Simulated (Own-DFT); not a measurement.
# Computed records: Hf₃₁SiO₆₄ (monoclinic hafnia with substituted atoms, atoms displaced), Hf₁₆O₃₁ (monoclinic hafnia with two neutral oxygen vacancies, atoms displaced), Hf₃₂O₆₃ (monoclinic hafnia with one neutral oxygen vacancy, atoms displaced)

A calculation, not a measurement: plane-wave PBE and HSE06 DFT by an unreviewed code, no spin, of a simulated cell at Gamma alone, so results move with cell size and shape, stress positive in tension, energies less offsets, not probed for a lower state with spin; hafnium file: forces about 75 meV/angstrom off all-electron values; oxygen file: force components 24 meV/angstrom off all-electron in a glass; k mesh not checked against a denser one; forces and stress are PBE's, HSE06 gives the energy alone, and its difference from PBE has offsets of its own; offsets are fitted by least squares, one for each functional and potential file, so energies compare only between cells with the same atoms and settings and are not formation energies; the far tail of each file's local potential was reset to the Coulomb form; each entry is a single point on an unrelaxed cell, so the pressure reflects the starting lattice, mostly measured values, from which strain is counted, and rises with the displacements; printed positions are rounded, which can move forces by about a meV/angstrom; the program is a retired in-house code; no spin-orbit coupling. Program: Own-DFT development build.

Common to all runs: first functional PBE; second functional HSE06; exact exchange share 0.25; screening 0.11 1/bohr; exchange divergence Gygi-Baldereschi; potential files PseudoDojo norm-conserving, scalar-relativistic, made for PBE, standard set; wave cutoff 48 hartree; occupations fixed; k mesh 1 x 1 x 1 centred on Gamma.

(1) Hf₃₁SiO₆₄ (monoclinic hafnia with substituted atoms, atoms displaced)

```
Hf31SiO64
1.0
     10.2340     0.0000     0.0000
      0.0000    10.3500     0.0000
     -1.6955     0.0000    10.4453
Hf O Hf O Hf O Hf O Hf O Hf O Hf O Si Hf O
4 8 4 8 4 8 4 8 4 8 4 8 4 8 1 3 8
Direct
  0.13804 0.01758 0.10558
  0.34818 0.27405 0.14820
  0.35616 0.48001 0.37787
  0.13943 0.22962 0.35960
  0.03218 0.16001 0.17789
  0.46917 0.41734 0.07562
  0.45868 0.33460 0.32665
  0.02640 0.08838 0.42107
  0.20939 0.37631 0.22849
  0.28414 0.11401 0.00512
  0.27549 0.11431 0.26562
  0.23128 0.37179 0.48338
  0.14431 0.01167 0.60647
  0.36051 0.27007 0.65240
  0.36831 0.48058 0.89854
  0.13745 0.22062 0.85237
  0.03507 0.16675 0.68657
  0.45809 0.43320 0.57718
  0.45511 0.32369 0.82278
  0.04713 0.09579 0.93930
  0.23020 0.37766 0.73540
  0.26518 0.12058 0.51674
  0.26756 0.11831 0.76695
  0.21139 0.37325 0.98476
  0.13798 0.51370 0.10770
  0.36019 0.76083 0.14525
  0.34848 0.97688 0.40038
  0.13005 0.72473 0.33534
  0.04486 0.67658 0.17924
  0.45288 0.91658 0.07467
  0.47371 0.83256 0.31825
  0.02787 0.58234 0.42898
  0.20666 0.87714 0.24945
  0.26987 0.62483 0.00348
  0.27430 0.61614 0.26366
  0.22942 0.86274 0.50585
  0.14012 0.51325 0.61920
  0.36016 0.77799 0.65379
  0.36087 0.97664 0.89777
  0.14497 0.73326 0.84503
  0.02910 0.65835 0.67664
  0.46172 0.92463 0.56241
  0.45594 0.83746 0.82741
  0.03657 0.58219 0.93504
  0.22421 0.88071 0.73912
  0.26172 0.63261 0.51031
  0.29196 0.62464 0.75747
  0.22391 0.86448 0.99865
  0.63828 0.02566 0.09883
  0.86540 0.27808 0.14040
  0.86754 0.48589 0.38619
  0.62992 0.22543 0.36011
  0.53424 0.16359 0.17384
  0.97127 0.41361 0.08316
  0.96128 0.33961 0.32306
  0.52710 0.08149 0.43729
  0.72230 0.38661 0.23994
  0.77471 0.14001 0.01109
  0.77999 0.12950 0.26885
  0.73019 0.37992 0.49686
  0.63091 0.01589 0.59387
  0.84717 0.26671 0.63073
  0.87461 0.49137 0.89388
  0.63857 0.23293 0.86000
  0.54165 0.16814 0.67805
  0.95722 0.42388 0.58792
  0.97327 0.32929 0.82491
  0.54218 0.09132 0.91307
  0.72794 0.36658 0.74495
  0.77164 0.12603 0.50850
  0.77064 0.11283 0.75770
  0.74226 0.40354 0.99275
  0.64885 0.51663 0.10898
  0.86335 0.78101 0.14647
  0.87929 0.97112 0.39083
  0.64911 0.73996 0.34707
  0.53241 0.65666 0.18789
  0.95707 0.91154 0.07085
  0.96236 0.84063 0.33815
  0.54059 0.59009 0.42557
  0.72558 0.88058 0.24681
  0.76998 0.63297 0.01747
  0.77594 0.62120 0.25667
  0.72967 0.86653 0.49527
  0.63916 0.52217 0.60998
  0.85024 0.77964 0.63120
  0.84998 0.97384 0.90025
  0.63517 0.72930 0.86149
  0.53949 0.66908 0.66940
  0.95453 0.92092 0.56874
  0.95952 0.84238 0.83142
  0.53416 0.58353 0.92396
  0.72244 0.87922 0.74410
  0.76578 0.63049 0.50005
  0.77357 0.61918 0.76745
  0.71430 0.85627 0.98364
```

```
PBE energy of cell above offsets : -78.120 eV
HSE06 less PBE above offsets     : 0.762 eV
PBE pressure                     : 7.23 GPa
PBE stress xx                    : -6 GPa
PBE stress yy                    : -7.64 GPa
PBE stress zz                    : -8.04 GPa
PBE stress yz                    : 0.55 GPa
PBE stress xz                    : -0.86 GPa
PBE stress xy                    : -0.27 GPa
```

Force:
```
element  x (eV/Å)  y (eV/Å)  z (eV/Å)
     Hf     0.247     0.953    -0.465
     Hf     2.529    -1.384    -1.986
     Hf     2.244     1.439     6.181
     Hf     -1.79    -0.253    -0.312
      O       0.3     0.087     0.072
      O    -1.479    -1.331     0.362
      O     0.008     -0.98        -1
      O     2.243     0.961     0.664
      O     1.018    -1.294     1.824
      O    -0.393     2.129     2.505
      O    -0.138     1.508    -0.744
      O    -0.582     -0.67    -0.116
     Hf    -2.978     2.133     0.336
     Hf     2.091     0.261    -1.867
     Hf    -0.307    -0.489    -0.249
     Hf    -0.804     2.258     0.488
      O    -0.004    -1.764    -3.042
      O      1.66    -0.668     0.831
      O      0.84     0.933     1.907
      O    -2.788     -2.49     0.266
      O    -0.469     0.138     0.981
      O      0.89     0.809    -0.589
      O     1.975    -0.953    -1.607
      O     1.584    -0.269     1.165
     Hf    -0.245     1.422    -2.513
     Hf     1.702     0.866     0.948
     Hf     1.674    -1.459    -0.738
     Hf     1.387     0.092     8.432
      O    -2.678    -1.542    -4.464
      O     2.083     0.086     0.415
      O    -2.464     1.734     0.303
      O       1.4     1.247    -0.942
      O     1.359     0.272    -0.438
      O     0.712     0.171     0.539
      O    -0.029     0.988    -2.191
      O    -1.038     1.559     -1.48
     Hf    -0.783     1.599    -3.398
     Hf     2.361    -3.203    -3.265
     Hf    -0.193      1.52     0.568
     Hf    -2.458    -1.013     1.113
      O     0.498      1.16     0.999
      O    -1.144    -2.418     2.517
      O     1.775    -0.913     0.188
      O     1.632     2.264     -0.63
      O    -0.967    -0.469     1.449
      O      0.44    -0.526    -0.145
      O    -1.636    -0.104     1.014
      O    -0.624    -0.112     -1.06
     Hf    -1.638     0.656     1.409
     Hf    -0.816    -0.936     1.913
     Hf     -2.26     -0.54     2.973
     Hf     1.584     0.082     -0.48
      O      -0.4       0.1     0.112
      O     0.854     1.093    -0.176
      O     1.621    -1.215     0.141
      O    -0.215     2.194    -3.471
      O     0.069    -1.694     0.102
      O    -0.109    -0.823     0.291
      O    -0.732    -0.555    -1.212
      O    -1.942    -0.265    -1.013
     Hf     1.746     0.926     3.446
     Hf      2.05     0.833      3.71
     Hf    -0.972    -2.955    -1.592
     Hf     1.722     1.649    -2.614
      O    -1.087     0.163    -0.659
      O     1.038    -0.547    -0.768
      O    -1.756     1.903     0.643
      O    -2.016    -3.137     1.987
      O    -0.651      2.15     -1.41
      O    -0.712     0.127    -0.657
      O      0.46     0.339     0.936
      O    -1.431    -3.462    -0.383
     Hf    -1.695     1.466    -0.038
     Hf    -1.892    -3.075    -0.297
     Hf    -6.752     7.302     2.079
     Hf    -2.953    -3.364     1.977
      O    -0.378    -0.058    -2.164
      O     1.025     1.074     0.907
      O     4.418    -6.373    -3.654
      O    -0.923    -1.311     0.562
      O     0.917     1.208    -2.578
      O     1.629     1.316    -0.002
      O     1.117     1.101    -0.217
      O    -1.361     1.544    -1.606
     Si    -2.855     1.134     -2.57
     Hf     0.534    -2.718     3.454
     Hf     1.163     1.428    -3.113
     Hf    -0.169    -2.578    -3.292
      O     1.003    -0.847     0.128
      O     2.017    -0.217       1.9
      O      1.56    -0.786     -0.66
      O    -0.236     0.089     0.085
      O    -0.429    -0.667    -0.564
      O     0.793     0.019     2.137
      O    -0.386    -0.011    -1.385
      O     0.787     3.953      2.86
```

(2) Hf₁₆O₃₁ (monoclinic hafnia with two neutral oxygen vacancies, atoms displaced)

```
Hf16O31
1.0
     10.2340     0.0000     0.0000
      0.0000    10.3500     0.0000
     -1.6955     0.0000    10.4453
Hf O Hf O Hf O Hf O Hf O Hf O Hf O Hf O
4 8 4 8 4 8 4 8 4 8 4 8 4 7 4 7
Direct
  0.13992 0.02045 0.10313
  0.36402 0.27669 0.14442
  0.36042 0.48815 0.39628
  0.13154 0.22623 0.34905
  0.03677 0.16260 0.16921
  0.46578 0.41613 0.07523
  0.45663 0.33400 0.32434
  0.03273 0.08292 0.42140
  0.22448 0.37456 0.23819
  0.27463 0.12674 0.00934
  0.27485 0.12235 0.25866
  0.22492 0.37286 0.49339
  0.13613 0.02087 0.60014
  0.35814 0.27020 0.64542
  0.36417 0.47897 0.89546
  0.14204 0.23063 0.85628
  0.03652 0.16768 0.67589
  0.46182 0.41750 0.57547
  0.46184 0.33712 0.82211
  0.03081 0.08282 0.91424
  0.22394 0.37916 0.74094
  0.27757 0.12902 0.50678
  0.27247 0.11600 0.75637
  0.22358 0.37344 0.98800
  0.14065 0.52120 0.10391
  0.35711 0.76694 0.14033
  0.36509 0.98139 0.39603
  0.13588 0.72446 0.35515
  0.03257 0.66267 0.17044
  0.46320 0.91275 0.07517
  0.46684 0.83008 0.32956
  0.03341 0.57867 0.42743
  0.22689 0.88448 0.24332
  0.27418 0.62783 0.01361
  0.28458 0.62064 0.26191
  0.21923 0.87450 0.48877
  0.13615 0.52135 0.60227
  0.36028 0.76798 0.64285
  0.36113 0.98346 0.89710
  0.14274 0.73008 0.85244
  0.03808 0.66659 0.67735
  0.46266 0.91557 0.57477
  0.46579 0.83074 0.82672
  0.04080 0.58119 0.92055
  0.22160 0.88307 0.73945
  0.27757 0.62812 0.51228
  0.27823 0.61968 0.75968
  0.22028 0.86468 0.99033
  0.63830 0.02107 0.10249
  0.86540 0.27610 0.14923
  0.86040 0.48136 0.40142
  0.64072 0.22498 0.35333
  0.53184 0.16687 0.17608
  0.96773 0.41770 0.07601
  0.96486 0.33284 0.32336
  0.53664 0.08936 0.42071
  0.72029 0.38162 0.23666
  0.77627 0.12928 0.01111
  0.77551 0.12325 0.26204
  0.71878 0.37060 0.48852
  0.63443 0.01682 0.60397
  0.86667 0.26917 0.64291
  0.86137 0.47690 0.89436
  0.63862 0.23032 0.85352
  0.53768 0.16299 0.67307
  0.96326 0.41384 0.57725
  0.96153 0.33892 0.83213
  0.53896 0.08307 0.92249
  0.72252 0.38076 0.74070
  0.77374 0.12036 0.50647
  0.77980 0.11714 0.76350
  0.72421 0.37677 0.98994
  0.63627 0.52087 0.10230
  0.86460 0.76785 0.14769
  0.86143 0.98104 0.39534
  0.64469 0.73234 0.35573
  0.54078 0.66560 0.17819
  0.95817 0.91821 0.07449
  0.96416 0.83119 0.32842
  0.53898 0.58546 0.42625
  0.72527 0.87984 0.24331
  0.77669 0.62908 0.01112
  0.77608 0.62434 0.25812
  0.63279 0.51956 0.59945
  0.86204 0.76783 0.64637
  0.86064 0.97493 0.88796
  0.63415 0.73390 0.85384
  0.54138 0.66174 0.67379
  0.96409 0.83580 0.83142
  0.53703 0.57929 0.92523
  0.72063 0.87700 0.73189
  0.77599 0.62973 0.50743
  0.77657 0.62272 0.75752
  0.72237 0.86862 0.98494
```

```
PBE energy of cell above offsets : -91.279 eV
HSE06 less PBE above offsets     : 0.506 eV
PBE pressure                     : 3.61 GPa
PBE stress xx                    : -3.36 GPa
PBE stress yy                    : -3.55 GPa
PBE stress zz                    : -3.94 GPa
PBE stress yz                    : 0.04 GPa
PBE stress xz                    : -0.02 GPa
PBE stress xy                    : -0.06 GPa
```

Force:
```
element  x (eV/Å)  y (eV/Å)  z (eV/Å)
     Hf    -0.954    -0.402    -0.201
     Hf    -0.427    -0.862     1.068
     Hf     1.181    -2.656     0.068
     Hf     1.973     0.262     0.413
      O    -0.722      0.64     0.247
      O    -0.147     0.069    -0.191
      O     0.894     0.341     0.487
      O    -0.076    -0.174       0.4
      O    -0.765     1.049    -0.138
      O     0.275      0.18    -0.316
      O     0.019    -0.242    -0.023
      O    -0.511    -0.074    -0.558
     Hf     0.028    -0.122     0.301
     Hf     0.577     0.249    -0.642
     Hf    -0.135     0.085    -0.167
     Hf    -1.362     -0.36    -0.209
      O    -0.043    -0.035    -0.675
      O    -0.005    -0.258     0.299
      O     0.585    -0.736     0.359
      O      0.93     0.347     0.662
      O    -0.349    -0.111    -0.247
      O    -0.447         0     0.272
      O     0.475     0.915     0.485
      O     0.192    -0.262     0.115
     Hf    -0.657    -0.834      -0.4
     Hf     1.505     0.878     1.752
     Hf    -0.189    -0.184    -0.999
     Hf    -0.219     1.535    -0.282
      O     0.908      0.13     0.941
      O     0.156     0.315    -0.095
      O    -0.176     0.465     0.041
      O     0.593      0.77    -0.642
      O    -0.196    -1.044    -0.527
      O     0.686    -0.071    -0.541
      O    -1.231     0.651    -0.367
      O     0.191    -0.841    -0.008
     Hf     0.461    -0.906     1.199
     Hf     0.625     0.616     0.763
     Hf     0.337    -0.817    -0.215
     Hf    -1.137    -0.459     0.399
      O    -0.323     0.263    -1.003
      O      0.01    -0.304     0.319
      O    -1.198     0.722    -0.261
      O    -0.125     0.318    -0.005
      O     0.341    -0.799    -0.099
      O    -0.499      0.36     -0.37
      O     0.127     0.375     -0.05
      O       0.4     0.827     0.022
     Hf     0.282     0.128     0.339
     Hf    -0.757    -0.581    -1.557
     Hf    -0.998    -0.398    -1.566
     Hf    -0.766     1.404    -0.334
      O     0.558    -0.727    -0.729
      O    -0.035    -0.226     0.325
      O    -0.405      0.68      0.81
      O    -0.911    -1.228     0.548
      O     0.534    -0.279     0.649
      O    -0.281     0.409     0.257
      O     0.139      0.13    -0.488
      O     0.858    -0.392    -0.065
     Hf     1.103     0.628    -0.093
     Hf    -1.565    -0.566     1.241
     Hf    -0.595     1.698     0.173
     Hf     0.832     0.211    -0.013
      O    -0.614     0.497     0.095
      O     0.387     0.424    -0.059
      O     1.497    -1.759    -1.148
      O    -1.009    -0.228    -0.173
      O     0.164    -0.616     -0.39
      O     0.194     0.838     0.729
      O    -0.596     0.925    -0.872
      O    -0.026    -0.921    -0.192
     Hf     0.891     0.564     0.551
     Hf    -0.742     0.631    -0.954
     Hf    -0.129    -1.057      0.07
     Hf     -0.65    -0.039    -0.488
      O    -1.088     0.393    -0.732
      O     0.826    -0.006     0.559
      O     0.666    -0.316     0.412
      O    -0.655    -0.019    -0.669
      O    -0.209     0.286    -0.216
      O     0.005     0.158    -0.035
      O     0.518    -0.614     0.839
     Hf     0.712    -0.486     1.168
     Hf     0.198     0.081      0.23
     Hf    -0.196      1.07     1.471
     Hf     1.199    -1.741     0.201
      O    -1.885     1.325    -0.185
      O     1.021    -1.415    -1.206
      O    -0.277     0.788    -0.723
      O    -0.021    -0.367    -0.079
      O     0.364     0.394     0.284
      O     0.211     -0.07      0.24
      O    -0.324     0.576     0.389
```

(3) Hf₃₂O₆₃ (monoclinic hafnia with one neutral oxygen vacancy, atoms displaced)

```
Hf32O63
1.0
     10.2340     0.0000     0.0000
      0.0000    10.3500     0.0000
     -1.6955     0.0000    10.4453
Hf O Hf O Hf O Hf O Hf O Hf O Hf O Hf O
4 8 4 8 4 8 4 8 4 8 4 8 4 8 4 7
Direct
  0.13754 0.01892 0.10257
  0.36031 0.26687 0.14288
  0.35685 0.48255 0.39692
  0.13940 0.23213 0.35291
  0.03449 0.16718 0.17359
  0.45644 0.41736 0.07483
  0.46361 0.33030 0.33090
  0.04003 0.08150 0.42283
  0.22570 0.38038 0.23766
  0.27474 0.12753 0.00753
  0.27538 0.11628 0.26374
  0.22996 0.37302 0.48885
  0.13644 0.01766 0.60228
  0.36208 0.27090 0.64596
  0.35998 0.47250 0.89802
  0.13939 0.23407 0.85347
  0.03521 0.16958 0.66864
  0.46280 0.41933 0.57384
  0.46337 0.33109 0.82522
  0.03553 0.08289 0.92178
  0.22583 0.37932 0.74166
  0.27917 0.12921 0.51479
  0.27865 0.12053 0.75821
  0.21934 0.36782 0.98885
  0.13199 0.52124 0.10390
  0.36102 0.77345 0.14858
  0.36284 0.97814 0.39772
  0.13637 0.72975 0.35819
  0.03403 0.66903 0.17117
  0.46155 0.91960 0.07272
  0.46201 0.83837 0.32754
  0.03530 0.58392 0.42315
  0.22888 0.87754 0.24555
  0.28229 0.63276 0.00979
  0.27321 0.62190 0.25708
  0.22744 0.87264 0.48764
  0.13309 0.52029 0.59639
  0.35963 0.77028 0.64368
  0.36188 0.98385 0.89558
  0.13596 0.72900 0.85591
  0.03489 0.67182 0.67297
  0.47186 0.91758 0.57209
  0.46454 0.83083 0.81995
  0.03316 0.58373 0.92299
  0.21706 0.87858 0.73927
  0.27726 0.63156 0.51292
  0.27867 0.62361 0.76254
  0.22599 0.87497 0.99141
  0.63602 0.02017 0.10969
  0.86248 0.26538 0.14898
  0.86218 0.47693 0.39915
  0.63897 0.23232 0.35213
  0.54101 0.17071 0.17494
  0.96282 0.42026 0.07525
  0.96198 0.33071 0.32449
  0.53628 0.08838 0.42337
  0.72526 0.37502 0.23792
  0.77538 0.13094 0.00961
  0.77501 0.12848 0.25666
  0.72748 0.37151 0.48830
  0.63832 0.01793 0.60449
  0.86230 0.27122 0.64640
  0.86764 0.48444 0.89524
  0.64166 0.22875 0.85413
  0.53657 0.16343 0.67446
  0.96763 0.41945 0.57463
  0.95624 0.33538 0.82573
  0.54119 0.08144 0.92696
  0.72813 0.37671 0.73669
  0.77722 0.13524 0.50812
  0.77313 0.11960 0.76412
  0.72915 0.37589 0.99337
  0.64171 0.51944 0.10570
  0.86233 0.76565 0.14294
  0.86042 0.98100 0.39991
  0.64026 0.72704 0.35576
  0.54191 0.67224 0.17648
  0.96260 0.91700 0.07767
  0.95819 0.83306 0.32671
  0.53326 0.58258 0.42847
  0.72590 0.87751 0.24170
  0.77472 0.62475 0.01344
  0.77954 0.61942 0.26009
  0.72444 0.87042 0.49074
  0.63732 0.51500 0.60777
  0.86440 0.77372 0.64938
  0.86423 0.97910 0.89799
  0.63435 0.73286 0.84938
  0.53697 0.66609 0.67668
  0.96066 0.91519 0.57502
  0.96550 0.82734 0.82367
  0.53893 0.58324 0.92512
  0.72192 0.87901 0.74255
  0.78319 0.61928 0.76611
  0.72830 0.87081 0.99194
```

```
PBE energy of cell above offsets : -93.898 eV
HSE06 less PBE above offsets     : -0.160 eV
PBE pressure                     : 4.43 GPa
PBE stress xx                    : -4.42 GPa
PBE stress yy                    : -3.96 GPa
PBE stress zz                    : -4.89 GPa
PBE stress yz                    : -0.05 GPa
PBE stress xz                    : -0.4 GPa
PBE stress xy                    : -0.39 GPa
```

Force:
```
element  x (eV/Å)  y (eV/Å)  z (eV/Å)
     Hf    -0.269    -0.156     0.608
     Hf     0.542     0.654     1.249
     Hf     1.761    -0.438    -0.822
     Hf     0.072    -0.833     0.125
      O     0.776    -0.377    -0.173
      O      0.65    -0.344     0.723
      O    -0.448     0.539    -0.433
      O    -0.436     0.014    -0.292
      O    -0.362    -0.343     0.037
      O     0.154     0.326     0.216
      O    -0.107     0.796    -0.821
      O    -1.247    -0.106     0.055
     Hf     0.293     0.933     0.331
     Hf     0.746    -0.258    -0.114
     Hf     0.971      2.03    -0.455
     Hf    -0.862    -0.865    -0.644
      O     0.219    -0.163     0.348
      O    -0.078    -0.628     0.735
      O      0.41    -0.041     0.364
      O     0.215     0.263    -0.124
      O     -0.57    -0.057    -0.481
      O    -0.388     0.044    -0.316
      O    -0.498     0.231     0.387
      O    -0.114     0.249      0.07
     Hf     0.952     0.066     0.134
     Hf     0.674    -0.516    -0.357
     Hf     0.524     0.969    -0.161
     Hf     0.056     0.921    -1.269
      O     0.496    -0.148     0.297
      O     0.253     -0.16     0.706
      O     1.237    -0.944    -0.035
      O    -0.146    -0.083    -0.321
      O    -1.007     0.118    -0.866
      O    -0.979    -0.413     0.132
      O    -0.263     0.037     0.744
      O    -0.626    -0.302     0.662
     Hf     1.033     0.744     2.184
     Hf     0.662     0.158      0.98
     Hf     0.638     -0.87    -0.407
     Hf     1.693    -0.099    -0.205
      O      0.64    -1.093    -0.611
      O    -1.117    -1.094     0.755
      O    -0.919     1.333     0.619
      O     1.207     0.546     0.126
      O     0.541     0.032    -0.137
      O    -0.372    -0.343    -0.731
      O    -0.427    -0.273    -0.389
      O    -0.525    -0.233    -0.174
     Hf     0.765    -0.255    -0.814
     Hf    -0.381     1.051    -1.437
     Hf    -0.632     0.305    -1.301
     Hf    -0.651    -0.006     0.654
      O    -1.131    -0.072    -0.796
      O     0.532    -0.356     0.856
      O     0.699     0.327     0.987
      O     0.027    -0.429    -0.031
      O    -0.316      0.74     0.376
      O     0.232    -0.429     0.144
      O     0.346    -1.437     0.827
      O     -0.06     0.555     0.371
     Hf     0.073     0.986    -0.285
     Hf    -0.149    -0.248     -0.26
     Hf     -2.14    -0.928     0.491
     Hf    -0.249     0.286     0.536
      O    -0.339     0.394    -0.005
      O    -0.546    -0.704     0.361
      O      1.97    -1.036      0.13
      O    -0.676     0.114    -0.511
      O    -0.839    -0.023     0.125
      O     0.073     -0.79     0.301
      O     0.811     0.014     -0.53
      O    -0.563    -0.796    -0.711
     Hf    -0.588     0.195    -0.656
     Hf    -1.031     0.883      0.37
     Hf     0.168     0.014    -1.225
     Hf    -0.544      0.08     0.069
      O    -0.576    -0.329    -0.324
      O     0.853     0.188     0.059
      O     1.096    -0.341     0.526
      O     0.599      0.64    -0.586
      O    -0.381     0.509    -0.041
      O     0.456     0.626     0.021
      O    -0.084     -0.29     0.941
      O     0.085    -0.365     0.087
     Hf    -0.007     1.236    -0.219
     Hf    -1.166    -1.038    -0.592
     Hf    -0.711    -0.088         0
     Hf     0.277    -1.027     1.287
      O     -0.04    -0.318    -0.897
      O     0.796     0.681       0.2
      O     -0.72     1.336     1.127
      O    -0.653    -0.379    -0.156
      O     0.552     0.064    -0.243
      O    -0.571     0.704     -1.22
      O     -0.32     -0.07    -0.253
```
